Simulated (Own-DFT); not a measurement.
# One host, several defects: C11b WSi2

Source: density functional calculations with Own-DFT, an unreviewed in-house program that is no longer used. Nothing was measured or relaxed, and spin and spin-orbit coupling are left out.

Common settings: PBE; PseudoDojo norm-conserving scalar-relativistic files; cutoff 50 hartree; 5 x 5 x 5 k mesh centred on Gamma; cold (Marzari-Vanderbilt) smearing of 0.2 eV.

Caveats: forces on such cells failed a check on a denser k mesh; stress not checked against mesh or cutoff.

All runs share one cell, with vectors in Å (-2.148, -5.953, 3.409); (-6.444, 2.976, 1.136); (-2.553, -2.948, -6.757) and a volume of 403.2 Å³. Atoms were moved at random from their sites; u is the rms move along one axis. The defect's site can differ from row to row.

```
cell,formula,u (Å),P (GPa)
no defect,Si20W10,0.0187,4.32
no defect,Si20W10,0.0208,4.42
no defect,Si20W10,0.0571,7.25
one Si vacancy,Si19W10,0.0305,3.57
one Si vacancy,Si19W10,0.0321,3.40
one Si vacancy,Si19W10,0.0564,4.71
one Si on a W site,Si21W9,0.0280,?
one Si on a W site,Si21W9,0.0296,6.05
one Si on a W site,Si21W9,0.0434,6.72
one Si on a W site,Si21W9,0.0545,8.15
one W vacancy,Si20W9,0.0296,3.41
one W vacancy,Si20W9,0.0311,3.90
one W vacancy,Si20W9,0.0532,5.09
one W on a Si site,Si19W11,0.0294,9.95
one W on a Si site,Si19W11,0.0299,9.72
one W on a Si site,Si19W11,0.0479,10.06
```

## What the rows give

P = P0 + c u² + a shift for each defect gives P0 = 4.27 GPa, c = 789 ± 99 GPa/Å² and a scatter of 0.38 GPa. The shifts, and each times the cell's volume:

- one W on a Si site: 4.57 ± 0.31 GPa, 11.5 eV
- one Si on a W site: 1.19 ± 0.31 GPa, 3.0 eV
- one W vacancy: -1.37 ± 0.31 GPa, -3.4 eV
- one Si vacancy: -1.73 ± 0.31 GPa, -4.4 eV

A positive shift means that the defect pushes the cell outwards. Shift times volume (160.2 GPa Å³ is 1 eV) depends little on the cell's size, so, taken for each site, it can be compared between cells at like pressure. The atoms around the defects weren't relaxed, which would change these numbers.

## Prediction

The question: what pressure belongs in the blank (one Si on a W site, u = 0.0280 Å)?

Estimate: 6.08 ± 0.45 GPa. DFT gave 6.21 GPa.
